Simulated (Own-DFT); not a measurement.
# A change of arrangement and its cost: Ga48P48, 96 atoms

These are calculations, not measurements. They come from Own-DFT, an in-house plane-wave density functional program, since retired, whose code no person has reviewed. Each row is one single-point run on a periodic cell that was not relaxed, without spin or spin-orbit coupling.

Settings of every run: PBE; PseudoDojo norm-conserving scalar-relativistic files; cutoff 42 hartree; 2 x 3 x 3 k mesh centred on Gamma; Fermi-Dirac smearing of 0.1 eV.

Known limits, some of them of some rows only: not probed for a lower state with spin; forces on such cells failed a check on a denser k mesh; forces on such cells passed a denser k mesh, each cell not checked; stress not checked against mesh or cutoff.

All cells hold the same atoms in the same cell, with vectors in Å (16.352, 0.000, 0.000); (0.000, 10.901, 0.000); (0.000, 0.000, 10.901). Every atom was moved at random from its ideal site; u is the rms move along one axis. The defect's site can differ from row to row. E is the free energy of the cell above the lowest run. The arrangements:

- A: zincblende GaP
- B: zincblende GaP, with one Ga on a P site and one P on a Ga site, 2.4 Å apart

| arrangement | u (Å) | E (eV) | P (GPa) |
|---|---|---|---|
| A | 0.0196 | 0.000 | 2.71 |
| A | 0.0200 | 0.017 | 2.72 |
| A | 0.0204 | 0.064 | 2.72 |
| A | 0.0483 | 3.748 | 3.33 |
| A | 0.0528 | 3.590 | 3.22 |
| A | 0.0529 | 4.183 | 3.35 |
| B | 0.0293 | 3.776 | 2.93 |
| B | 0.0294 | 3.693 | 2.90 |
| B | 0.0312 | 3.986 | 2.94 |
| B | 0.0469 | 6.138 | 3.25 |
| B | 0.0483 | 6.730 | 3.40 |
| B | 0.0510 | 6.811 | 3.34 |

Question: once the cost of the random moves is taken out, how do the arrangements rank?

## Worked answer

Fit E = a + b u², with one b for all and one a for each arrangement, and with residuals divided by u², since the noise grows with the moves. Then b = 1761 eV/Å², the scatter at u = 0.04 Å is 0.18 eV, and against A:

- B: 2.93 ± 0.07 eV (higher)

These are energies of unrelaxed cells. Relaxing the atoms lowers the strained arrangements most, so the gaps would shrink and small ones could change sign.
